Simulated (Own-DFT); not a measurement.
# Response to strain: wurtzite AlN, 128 atoms (Al64N64)

Calculated results; nothing here was measured. They come from Own-DFT, an in-house plane-wave density functional program, since retired, whose code no person has reviewed. Each row is one single-point run on a periodic cell that was not relaxed, without spin or spin-orbit coupling.

Settings of every run: PBE; PseudoDojo norm-conserving scalar-relativistic files; cutoff 42 hartree; 3 x 3 x 3 k mesh centred on Gamma; Gaussian smearing of 0.01 eV.

Known limits: k mesh not checked against a denser one; stress not checked against mesh or cutoff.

Unstrained cell vectors in Å: (12.448, 0.000, 0.000); (-6.224, 10.780, 0.000); (0.000, 0.000, 9.964). The unstrained cell has measured lattice constants (interpolated for alloys), not those of this functional. That, the random moves and any unrelaxed bonds set the pressure at no strain. Each run strains this cell uniformly, with the atoms carried along. Every atom was also moved at random, by a Gaussian of width 0.05 Å on each axis. Strain is the symmetric tensor, in per cent. Stress is positive in tension, and the pressure is minus a third of its trace.

```
run,e_xx (%),e_yy (%),e_zz (%),e_yz (%),e_xz (%),e_xy (%),s_xx (GPa),s_yy (GPa),s_zz (GPa),s_yz (GPa),s_xz (GPa),s_xy (GPa),P (GPa),E (meV/atom)
1,-1.35,-0.70,-1.81,1.55,1.31,0.75,-14.03,-10.54,-20.11,4.32,3.83,2.83,14.89,59.5
2,-1.43,1.05,1.17,0.55,-0.08,-1.42,-9.65,-2.16,-0.40,0.84,-0.47,-4.13,4.07,17.9
3,0.47,1.95,-1.43,-0.27,-0.97,-0.22,-1.12,2.23,-11.76,-1.22,-2.00,-1.18,3.55,23.1
4,0.79,-0.15,-0.04,-0.16,0.85,1.74,-3.38,-4.78,-5.52,-0.80,2.59,7.02,4.56,21.7
5,1.21,1.07,-1.23,1.03,1.33,1.79,-1.60,-0.01,-9.71,2.28,3.99,6.73,3.77,24.6
6,-0.25,0.37,0.07,0.56,0.20,-0.40,-6.27,-4.85,-4.71,1.73,0.82,-1.43,5.27,16.4
7,-1.12,-0.39,-0.09,1.91,-0.59,-0.75,-12.91,-8.97,-6.71,5.20,-2.06,-2.49,9.53,40.0
8,-1.26,1.56,-1.82,-0.32,1.80,0.02,-10.54,-1.79,-15.50,-1.00,4.41,-1.70,9.28,44.8
9,0.46,-1.69,-0.88,0.08,0.83,-0.46,-4.36,-14.67,-13.48,0.30,1.93,-1.59,10.84,43.7
10,1.77,-0.66,1.83,-0.98,0.82,-1.26,2.04,-5.80,3.98,-2.14,2.87,-3.04,-0.07,21.6
11,1.69,1.35,0.37,1.16,0.70,0.43,3.41,1.80,-1.89,2.69,1.58,1.85,-1.11,19.3
12,1.34,1.57,0.93,1.05,1.25,0.20,1.00,2.86,1.16,2.94,2.55,0.54,-1.67,25.0
13,-0.10,-0.36,-0.82,1.70,0.21,-1.98,-6.92,-8.66,-10.99,4.59,1.58,-7.63,8.86,40.6
14,1.66,1.17,0.67,1.33,-0.12,0.42,3.23,2.06,-0.43,3.30,-0.53,0.61,-1.62,0.0
15,-0.96,-0.38,-1.94,-0.13,-1.10,0.98,-11.43,-11.24,-15.74,-0.80,-2.94,3.58,12.80,35.3
16,0.06,-1.67,1.34,-0.49,0.48,0.25,?,?,?,?,?,?,?,?
```

E is the free energy for each atom above the lowest run shown.

## Worked fit

Each stress component was fitted by least squares to a constant and the strains of the runs shown, as fractions, with shears doubled. Shear strains stay in the fit of a normal stress only where such slopes are resolved. The slopes, in GPa:

```
stress  at no strain  per e_xx  per e_yy  per e_zz  scatter
  s_xx          -5.9  439 ± 28  103 ± 28   45 ± 28     1.09
  s_yy          -6.0  112 ± 20  455 ± 19   67 ± 20     0.76
  s_zz          -6.3   74 ± 31  114 ± 30  532 ± 30     1.18
```

Each shear stress against twice its own strain: yz 135 ± 5, xz 131 ± 9, xy 193 ± 10 GPa. These are stiffnesses along x, y and z of the frame in which the cell vectors are given, which need not be the crystal's axes. The atoms are held to the strained lattice; where symmetry lets them move under strain, relaxing them would lower some slopes. The table should be nearly symmetric about its diagonal, and what it lacks of that shows the noise. A ninth of its sum, 216 ± 3 GPa, estimates the bulk modulus near the mean pressure of these runs, 5.5 GPa, so it lies above the value at zero pressure.

## Withheld run

Question: what normal stresses and pressure should run 16 give?

The fit gives s_xx = -6.8, s_yy = -12.7, s_zz = -1.0 and P = 6.8 GPa. The calculation gave -6.79, -11.50, -1.75 and P = 6.68 GPa.
